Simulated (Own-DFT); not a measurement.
Si12O23 (quartz with two neutral oxygen vacancies, atoms displaced) (calculated)

A calculation, not a measurement: plane-wave PBE and HSE06 DFT by an unreviewed code, no spin, of a simulated cell at Gamma alone, so results move with cell size and shape, stress positive in tension, energies less offsets, not probed for a lower state with spin; oxygen file: force components 24 meV/angstrom off all-electron in a glass; k mesh not checked against a denser one; forces and stress are PBE's, HSE06 gives the energy alone, and its difference from PBE has offsets of its own; offsets are fitted by least squares, one for each functional and potential file, so energies compare only between cells with the same atoms and settings and are not formation energies; the far tail of each file's local potential was reset to the Coulomb form; each entry is a single point on an unrelaxed cell, so the pressure reflects the starting lattice, mostly measured values (interpolated for alloys), from which strain is counted, and rises with the displacements; printed positions are rounded, which can move forces by about a meV/angstrom; the program, named Own-DFT, is a retired in-house code; no spin-orbit coupling. Program: Own-DFT development build.

Common to all runs: first functional PBE; second functional HSE06; exact exchange share 0.25; screening 0.11 1/bohr; exchange divergence Gygi-Baldereschi; potential files PseudoDojo norm-conserving, scalar-relativistic, made for PBE, standard set; wave cutoff 48 hartree; occupations fixed; k mesh 1 x 1 x 1 centred on Gamma.

(1) 
```cif
# cell vector a (Å): 9.8268 0.0000 0.0000
# cell vector b (Å): -4.9134 8.5103 0.0000
# cell vector c (Å): 0.0000 0.0000 10.8104
data_Si12O23
_symmetry_space_group_name_H-M 'P 1'
_symmetry_Int_Tables_number 1
_cell_length_a 9.8268
_cell_length_b 9.8268
_cell_length_c 10.8104
_cell_angle_alpha 90.000
_cell_angle_beta 90.000
_cell_angle_gamma 120.000
_cell_volume 904.06
loop_
_atom_site_label
_atom_site_type_symbol
_atom_site_fract_x
_atom_site_fract_y
_atom_site_fract_z
_atom_site_occupancy
Si1 Si 0.23239 0.99851 0.99601 1
Si2 Si 0.00497 0.23570 0.33422 1
Si3 Si 0.26084 0.26469 0.16695 1
O1 O 0.20691 0.13458 0.05749 1
O2 O 0.42638 0.29272 0.22583 1
O3 O 0.07172 0.36800 0.43888 1
O4 O 0.13541 0.20400 0.27129 1
O5 O 0.29927 0.42418 0.11108 1
Si4 Si 0.22916 0.00162 0.49734 1
Si5 Si 0.00323 0.23177 0.83221 1
Si6 Si 0.26256 0.26570 0.66753 1
O6 O 0.20186 0.13383 0.55434 1
O7 O 0.42590 0.29457 0.72877 1
O8 O 0.37020 0.07077 0.88955 1
O9 O 0.07240 0.36889 0.93933 1
O10 O 0.13290 0.20268 0.77067 1
O11 O 0.28844 0.42217 0.61023 1
Si7 Si 0.23257 0.49915 0.99994 1
Si8 Si 0.00077 0.73471 0.33644 1
Si9 Si 0.26624 0.76559 0.16500 1
O12 O 0.20414 0.62582 0.05832 1
O13 O 0.42739 0.79213 0.23206 1
O14 O 0.36772 0.57482 0.39782 1
O15 O 0.13893 0.71419 0.27714 1
O16 O 0.29091 0.92703 0.10204 1
Si10 Si 0.24165 0.50256 0.50383 1
Si11 Si 0.99880 0.73004 0.83243 1
Si12 Si 0.26669 0.76929 0.66791 1
O17 O 0.20662 0.63035 0.56106 1
O18 O 0.42523 0.79009 0.72350 1
O19 O 0.37258 0.58636 0.89696 1
O20 O 0.07771 0.86942 0.94015 1
O21 O 0.13747 0.70778 0.77521 1
O22 O 0.29205 0.92330 0.60154 1
Si13 Si 0.73502 0.99880 0.00155 1
Si14 Si 0.50195 0.23609 0.34259 1
Si15 Si 0.76581 0.26527 0.16288 1
O23 O 0.69656 0.13262 0.06129 1
O24 O 0.92905 0.29216 0.22724 1
O25 O 0.86604 0.07604 0.39041 1
O26 O 0.57215 0.36597 0.44216 1
O27 O 0.63358 0.20883 0.27198 1
O28 O 0.79265 0.42753 0.11038 1
Si16 Si 0.73331 0.99767 0.49957 1
Si17 Si 0.50010 0.23166 0.82832 1
Si18 Si 0.76502 0.26461 0.66738 1
O29 O 0.71152 0.13652 0.56344 1
O30 O 0.92599 0.29671 0.72558 1
O31 O 0.86444 0.06869 0.89427 1
O32 O 0.57145 0.36435 0.93711 1
O33 O 0.62746 0.20213 0.77319 1
O34 O 0.78895 0.43088 0.60855 1
Si19 Si 0.73322 0.50803 0.99631 1
Si20 Si 0.49449 0.72819 0.33730 1
Si21 Si 0.76171 0.76299 0.16574 1
O35 O 0.70577 0.63680 0.06781 1
O36 O 0.92855 0.79112 0.22786 1
O37 O 0.85965 0.57523 0.39264 1
O38 O 0.56891 0.86224 0.44272 1
O39 O 0.63172 0.70573 0.27100 1
O40 O 0.79559 0.93132 0.10921 1
Si22 Si 0.73720 0.49123 0.50007 1
Si23 Si 0.49574 0.73044 0.82937 1
Si24 Si 0.76538 0.76310 0.66683 1
O41 O 0.70417 0.63864 0.56428 1
O42 O 0.92671 0.79425 0.72829 1
O43 O 0.86517 0.57550 0.89755 1
O44 O 0.56664 0.86655 0.94123 1
O45 O 0.63855 0.70995 0.77240 1
O46 O 0.79719 0.92527 0.60688 1
_calc_PBE_energy_of_cell_above_offsets '-20.672'  # eV
_calc_HSE06_less_PBE_above_offsets '0.030'  # eV
_calc_PBE_pressure 7.31  # GPa
_calc_PBE_stress_xx -6.01  # GPa
_calc_PBE_stress_yy -8.07  # GPa
_calc_PBE_stress_zz -7.87  # GPa
_calc_PBE_stress_yz 0.95  # GPa
_calc_PBE_stress_xz 1.55  # GPa
_calc_PBE_stress_xy 0  # GPa
```

Force:
```
element  x (eV/Å)  y (eV/Å)  z (eV/Å)
     Si      1.59     2.919     0.678
     Si    -0.672    -0.027    -0.794
     Si     3.796    -1.786    -0.248
      O    -0.239    -0.233    -0.486
      O     0.483    -0.277     0.959
      O     1.164     1.356     1.236
      O    -1.655      -0.9     2.011
      O    -2.406     3.598    -2.875
     Si     1.818    -1.534     -3.84
     Si    -2.428     0.134     0.516
     Si     2.429    -1.738    -1.089
      O    -1.273     1.611      1.74
      O    -1.083     0.305    -1.384
      O    -0.751    -0.849     0.411
      O    -0.058    -1.147    -0.869
      O    -0.622    -0.757     1.226
      O     0.074     1.581    -0.076
     Si     3.255    -1.347     0.531
     Si     0.329     2.538     1.275
     Si     0.088     0.226     0.119
      O    -1.841     2.742     2.038
      O    -1.394     0.183    -1.462
      O     0.313     -2.08     0.079
      O      0.82    -0.665    -0.515
      O      1.24    -1.125     1.212
     Si    -2.584    -1.696    -0.701
     Si    -0.001     2.253     0.403
     Si     0.152    -1.551    -1.362
      O    -0.725     1.072     0.859
      O     0.567     0.573    -0.324
      O    -1.424    -4.502     1.692
      O     -2.12    -3.112    -2.059
      O    -0.564    -0.565     0.581
      O    -0.477     1.226     0.008
     Si    -2.501     0.053     0.023
     Si    -2.086    -4.162    -3.165
     Si     0.107     0.418     2.151
      O     1.254    -1.817    -1.805
      O    -0.512     0.188    -0.905
      O    -0.408    -1.294     0.893
      O    -0.099     2.184     2.239
      O     0.038    -0.177     0.829
      O     -1.19     2.032    -1.948
     Si      0.82     0.257     0.108
     Si    -1.843     0.586     2.446
     Si    -1.144     0.741      0.75
      O    -0.089    -1.391    -1.524
      O     1.901     -0.04     1.357
      O     0.922     1.199    -1.071
      O     0.282     1.173      0.43
      O     3.198    -0.051    -1.777
      O     2.833    -2.239     3.436
     Si    -0.526    -3.556       3.4
     Si     2.112     2.381    -1.484
     Si     0.981     3.769     3.359
      O     0.269    -3.286    -4.049
      O    -1.217     0.371    -0.879
      O     1.061    -0.359    -0.518
      O      0.11     0.581     0.576
      O    -1.038    -0.365      1.34
      O      0.59    -0.548     0.566
     Si     -4.63     3.998    -0.826
     Si     2.439     4.236     0.106
     Si     0.239     1.609     0.451
      O      1.68    -4.244    -3.469
      O     1.208     0.009     0.343
      O     1.346     0.435    -1.641
      O      0.71     0.043    -0.452
      O    -1.893     -0.67     1.941
      O    -0.723     1.511    -0.719
```

(2) 
```cif
# cell vector a (Å): 9.8268 0.0000 0.0000
# cell vector b (Å): -4.9134 8.5103 0.0000
# cell vector c (Å): 0.0000 0.0000 10.8104
data_Si12O23
_symmetry_space_group_name_H-M 'P 1'
_symmetry_Int_Tables_number 1
_cell_length_a 9.8268
_cell_length_b 9.8268
_cell_length_c 10.8104
_cell_angle_alpha 90.000
_cell_angle_beta 90.000
_cell_angle_gamma 120.000
_cell_volume 904.06
loop_
_atom_site_label
_atom_site_type_symbol
_atom_site_fract_x
_atom_site_fract_y
_atom_site_fract_z
_atom_site_occupancy
Si1 Si 0.23229 0.99931 0.99791 1
Si2 Si 0.99937 0.23465 0.33418 1
Si3 Si 0.26872 0.27656 0.16909 1
O1 O 0.20750 0.13859 0.05900 1
O2 O 0.42576 0.29146 0.22670 1
O3 O 0.36242 0.06849 0.39110 1
O4 O 0.07883 0.37222 0.44115 1
O5 O 0.13199 0.20863 0.27484 1
O6 O 0.29655 0.43221 0.10571 1
Si4 Si 0.24040 0.00072 0.50391 1
Si5 Si 0.00143 0.23897 0.83441 1
Si6 Si 0.26169 0.26287 0.66963 1
O7 O 0.20722 0.13358 0.55925 1
O8 O 0.42555 0.28827 0.73180 1
O9 O 0.07726 0.36629 0.93797 1
O10 O 0.12838 0.20193 0.77315 1
O11 O 0.29695 0.42485 0.60480 1
Si7 Si 0.24144 0.50340 0.00542 1
Si8 Si 0.00471 0.73517 0.33422 1
Si9 Si 0.26356 0.76673 0.16857 1
O12 O 0.21097 0.63340 0.06338 1
O13 O 0.43259 0.79659 0.23161 1
O14 O 0.36585 0.57195 0.38987 1
O15 O 0.07399 0.86849 0.43925 1
O16 O 0.13849 0.71260 0.27468 1
O17 O 0.29466 0.92467 0.11160 1
Si10 Si 0.22861 0.49730 0.50427 1
Si11 Si 0.00073 0.73498 0.82846 1
Si12 Si 0.26460 0.76971 0.66298 1
O18 O 0.20807 0.63248 0.55977 1
O19 O 0.42878 0.78984 0.72810 1
O20 O 0.37137 0.57640 0.88933 1
O21 O 0.07175 0.86996 0.93610 1
O22 O 0.13123 0.70264 0.77422 1
O23 O 0.30213 0.93039 0.60953 1
Si13 Si 0.73751 0.00231 0.99719 1
Si14 Si 0.49954 0.23368 0.32866 1
Si15 Si 0.76303 0.26443 0.16301 1
O24 O 0.70541 0.13833 0.05609 1
O25 O 0.92911 0.29241 0.22234 1
O26 O 0.86603 0.07917 0.39617 1
O27 O 0.57150 0.36905 0.43848 1
O28 O 0.63399 0.20677 0.27425 1
O29 O 0.79013 0.42638 0.10891 1
Si16 Si 0.73484 0.99902 0.49902 1
Si17 Si 0.49774 0.23566 0.83516 1
Si18 Si 0.76049 0.26303 0.66591 1
O30 O 0.70213 0.12810 0.56380 1
O31 O 0.92863 0.29468 0.72574 1
O32 O 0.86834 0.07812 0.88959 1
O33 O 0.63063 0.20402 0.77067 1
O34 O 0.79188 0.42353 0.60695 1
Si19 Si 0.74086 0.49963 0.99793 1
Si20 Si 0.49961 0.73690 0.33610 1
Si21 Si 0.77022 0.76598 0.16628 1
O35 O 0.70635 0.63414 0.05645 1
O36 O 0.92490 0.79015 0.22230 1
O37 O 0.86770 0.57615 0.39719 1
O38 O 0.57602 0.86334 0.43764 1
O39 O 0.63320 0.70100 0.27747 1
O40 O 0.78817 0.92627 0.10520 1
Si22 Si 0.73644 0.49712 0.50198 1
Si23 Si 0.49746 0.73000 0.83798 1
Si24 Si 0.76467 0.76854 0.66545 1
O41 O 0.71273 0.63393 0.55678 1
O42 O 0.92090 0.78706 0.72304 1
O43 O 0.86440 0.57060 0.89519 1
O44 O 0.57337 0.86566 0.93946 1
O45 O 0.63520 0.71154 0.77545 1
O46 O 0.79554 0.92812 0.60764 1
_calc_PBE_energy_of_cell_above_offsets '-21.272'  # eV
_calc_HSE06_less_PBE_above_offsets '-0.035'  # eV
_calc_PBE_pressure 7.5  # GPa
_calc_PBE_stress_xx -7.19  # GPa
_calc_PBE_stress_yy -7.98  # GPa
_calc_PBE_stress_zz -7.34  # GPa
_calc_PBE_stress_yz 1.73  # GPa
_calc_PBE_stress_xz -0.47  # GPa
_calc_PBE_stress_xy 1.71  # GPa
```

Force:
```
element  x (eV/Å)  y (eV/Å)  z (eV/Å)
     Si     2.244     2.578    -0.084
     Si    -0.679     1.676    -0.052
     Si     0.478    -3.356    -0.226
      O    -0.189     0.308     0.656
      O    -0.682     0.798    -1.063
      O     0.839     0.756    -0.502
      O    -2.422    -3.025    -1.743
      O     1.305     0.072    -0.538
      O     1.686    -0.059     1.939
     Si      -1.6     0.082    -1.643
     Si    -0.121    -0.377    -1.453
     Si     0.796     0.225    -0.517
      O     0.056    -0.121     0.362
      O    -2.674     0.946    -2.725
      O     0.702     2.353     2.156
      O     0.532    -0.185     0.054
      O    -0.106     0.172     0.536
     Si    -1.713     0.137    -4.538
     Si    -2.382      0.06    -0.026
     Si     3.604    -0.535     0.537
      O    -0.789     0.398    -0.039
      O     -2.76     0.576    -2.368
      O    -1.173    -1.094     1.553
      O     0.502     0.642     0.985
      O    -0.109    -1.182     0.876
      O    -1.629     2.482    -1.996
     Si     4.336     1.614    -1.248
     Si    -1.498    -0.739     1.355
     Si     3.018    -3.002     2.936
      O     -1.55     1.701     0.767
      O    -2.091     0.284     -1.27
      O     -2.24    -5.018      3.29
      O    -0.627    -0.793    -0.269
      O      1.21     0.269    -1.122
      O    -0.656     1.865    -0.558
     Si    -1.104     0.041    -0.149
     Si    -0.128    -0.041     2.722
     Si      0.82     0.001     1.588
      O     0.424    -1.369    -1.177
      O     -0.47      0.05     0.064
      O     0.507    -0.471      -0.5
      O     0.196    -0.761    -0.316
      O     0.988    -0.305    -0.483
      O     0.578     0.609      0.69
     Si    -0.615    -0.242     1.266
     Si     2.028     -0.57     5.275
     Si     1.941    -0.296     0.838
      O    -0.106    -0.505    -0.943
      O    -0.963     0.305    -0.733
      O    -0.443    -1.379     0.749
      O    -0.731     -0.67     0.915
      O     0.441     0.507     0.344
     Si    -4.393     -2.32     0.302
     Si     1.979    -2.842    -1.412
     Si     -3.94    -1.134     -0.28
      O     0.135    -0.147    -0.075
      O     3.469      0.38     1.782
      O     1.208     0.139    -1.134
      O    -0.025     2.196     2.471
      O     0.554     0.681    -0.909
      O     0.887    -0.112     0.839
     Si    -1.432     0.108    -1.115
     Si     1.326     4.055    -2.683
     Si    -0.689     -2.39    -0.162
      O    -1.148     1.153     1.128
      O     1.634      0.55     0.562
      O     2.913     2.422    -3.093
      O    -0.114     0.907     0.912
      O     1.035    -0.353    -0.522
      O    -0.378     1.297    -0.786
```

(3) 
```cif
# cell vector a (Å): 9.8268 0.0000 0.0000
# cell vector b (Å): -4.9134 8.5103 0.0000
# cell vector c (Å): 0.0000 0.0000 10.8104
data_Si12O23
_symmetry_space_group_name_H-M 'P 1'
_symmetry_Int_Tables_number 1
_cell_length_a 9.8268
_cell_length_b 9.8268
_cell_length_c 10.8104
_cell_angle_alpha 90.000
_cell_angle_beta 90.000
_cell_angle_gamma 120.000
_cell_volume 904.06
loop_
_atom_site_label
_atom_site_type_symbol
_atom_site_fract_x
_atom_site_fract_y
_atom_site_fract_z
_atom_site_occupancy
Si1 Si 0.23138 0.99637 0.00098 1
Si2 Si 0.00203 0.22762 0.33101 1
Si3 Si 0.26276 0.26709 0.16369 1
O1 O 0.20759 0.13486 0.05960 1
O2 O 0.42643 0.29091 0.23063 1
O3 O 0.36788 0.07858 0.39532 1
O4 O 0.07614 0.36676 0.43950 1
O5 O 0.13685 0.20949 0.27189 1
O6 O 0.29374 0.42340 0.10431 1
Si4 Si 0.23525 0.00089 0.49931 1
Si5 Si 0.99717 0.23386 0.83542 1
Si6 Si 0.26083 0.26215 0.66396 1
O7 O 0.20777 0.13433 0.55943 1
O8 O 0.42753 0.28991 0.72892 1
O9 O 0.36734 0.07238 0.88768 1
O10 O 0.07453 0.36570 0.94157 1
O11 O 0.29253 0.42739 0.60528 1
Si7 Si 0.23767 0.49808 0.99873 1
Si8 Si 0.99658 0.73496 0.33561 1
Si9 Si 0.27221 0.77633 0.16887 1
O12 O 0.19978 0.62645 0.05665 1
O13 O 0.42420 0.79139 0.22636 1
O14 O 0.37152 0.57844 0.39495 1
O15 O 0.07656 0.87013 0.43658 1
O16 O 0.13463 0.70667 0.27568 1
O17 O 0.29648 0.93105 0.11030 1
Si10 Si 0.23362 0.49595 0.50537 1
Si11 Si 0.99979 0.73409 0.83499 1
Si12 Si 0.26188 0.76506 0.66779 1
O18 O 0.20728 0.63154 0.55948 1
O19 O 0.43431 0.79551 0.72615 1
O20 O 0.36528 0.57145 0.89269 1
O21 O 0.07920 0.86986 0.93869 1
O22 O 0.12890 0.70819 0.77354 1
O23 O 0.29244 0.92889 0.60357 1
Si13 Si 0.73288 0.00062 0.99879 1
Si14 Si 0.50408 0.23836 0.33377 1
Si15 Si 0.76641 0.26235 0.17329 1
O24 O 0.70147 0.12606 0.05942 1
O25 O 0.92751 0.29250 0.22332 1
O26 O 0.86671 0.07095 0.39515 1
O27 O 0.57530 0.36224 0.43666 1
O28 O 0.63514 0.20536 0.27085 1
O29 O 0.79269 0.42585 0.10816 1
Si16 Si 0.73198 0.00156 0.49822 1
Si17 Si 0.50384 0.23770 0.83193 1
Si18 Si 0.76954 0.26647 0.66591 1
O30 O 0.70349 0.12913 0.55766 1
O31 O 0.86674 0.07369 0.89018 1
O32 O 0.57209 0.36337 0.93613 1
O33 O 0.64298 0.20849 0.77803 1
O34 O 0.79161 0.42539 0.60371 1
Si19 Si 0.73337 0.49914 0.99688 1
Si20 Si 0.50634 0.74063 0.33749 1
Si21 Si 0.75898 0.76292 0.16677 1
O35 O 0.70146 0.63403 0.05566 1
O36 O 0.92272 0.78989 0.22281 1
O37 O 0.86254 0.57209 0.39403 1
O38 O 0.57229 0.86845 0.43612 1
O39 O 0.63631 0.70933 0.27563 1
O40 O 0.79377 0.92634 0.10917 1
Si22 Si 0.73313 0.49751 0.49890 1
Si23 Si 0.50601 0.74071 0.83120 1
Si24 Si 0.76476 0.76622 0.66840 1
O41 O 0.70971 0.63408 0.55766 1
O42 O 0.92349 0.78870 0.72163 1
O43 O 0.86307 0.57049 0.89196 1
O44 O 0.57576 0.86892 0.93845 1
O45 O 0.63114 0.70546 0.77409 1
O46 O 0.79590 0.92689 0.60780 1
_calc_PBE_energy_of_cell_above_offsets '-21.187'  # eV
_calc_HSE06_less_PBE_above_offsets '-0.046'  # eV
_calc_PBE_pressure 7.71  # GPa
_calc_PBE_stress_xx -6.85  # GPa
_calc_PBE_stress_yy -8.79  # GPa
_calc_PBE_stress_zz -7.48  # GPa
_calc_PBE_stress_yz -0.66  # GPa
_calc_PBE_stress_xz 0.43  # GPa
_calc_PBE_stress_xy 0.05  # GPa
```

Force:
```
element  x (eV/Å)  y (eV/Å)  z (eV/Å)
     Si     2.541     3.245    -0.341
     Si     -2.21     2.143     1.089
     Si      3.11    -0.977      1.29
      O    -0.097    -0.834    -0.736
      O    -1.796     0.558    -1.873
      O     0.557    -0.373     -0.43
      O    -0.571      -1.4    -0.885
      O     0.593    -0.932      0.23
      O     0.012     1.567    -0.089
     Si    -0.072     0.386    -0.857
     Si     0.757     1.878    -4.463
     Si    -0.787     0.696     3.755
      O    -0.566    -0.634    -0.991
      O    -2.225     0.855    -2.451
      O    -0.807    -1.071     1.449
      O    -0.579     -0.63     0.054
      O     2.258    -1.032     2.284
     Si    -1.104     1.281     0.387
     Si     0.783    -0.452    -1.974
     Si    -1.163     -5.07    -0.632
      O    -0.212     2.308     1.703
      O     2.461     0.501     0.971
      O    -0.532    -1.014     0.934
      O    -0.835      0.06     0.528
      O    -0.486     0.336    -0.033
      O     -0.74     1.829    -1.046
     Si    -0.336     1.909    -3.979
     Si    -2.215     0.171    -0.424
     Si     1.682     0.422    -0.472
      O     -1.01     1.199      1.14
      O    -3.129     0.438    -2.062
      O     1.308     1.482     -1.44
      O    -1.929    -1.993    -0.781
      O     2.078    -0.409    -0.747
      O     1.204    -1.329     1.699
     Si     2.042    -0.519     0.653
     Si     -0.05    -2.445    -1.519
     Si    -0.618     0.664    -4.703
      O    -1.092     2.348     1.706
      O     2.614    -0.199     1.531
      O     0.546    -0.009    -0.823
      O    -0.131     2.013     2.256
      O     -1.77    -1.096     2.361
      O     -0.26    -0.153    -0.324
     Si     1.966     -1.58      1.09
     Si     1.187     -2.56    -0.252
     Si     2.531     -0.51      1.58
      O    -1.472     1.671     0.809
      O    -0.377    -2.055     1.102
      O    -0.015     1.858     1.954
      O    -0.984    -0.218     0.149
      O     0.521    -0.086     0.693
     Si    -0.381     -0.69     2.185
     Si     -1.61    -3.014    -2.952
     Si     1.387    -0.194    -1.046
      O      0.11    -0.418    -0.155
      O     0.812    -0.008     0.669
      O     0.897     0.394    -0.986
      O    -0.043     2.554     2.529
      O    -0.506    -0.592     0.838
      O    -0.722     1.165    -1.044
     Si    -0.644     0.521      0.32
     Si    -1.394    -2.309     2.035
     Si    -0.628    -1.137    -1.363
      O    -0.861     0.398     0.513
      O     2.105     0.272     1.798
      O     0.857      0.76    -0.864
      O    -0.697    -0.538     0.067
      O     1.865    -0.448     -0.54
      O    -1.132     1.045    -1.075
```
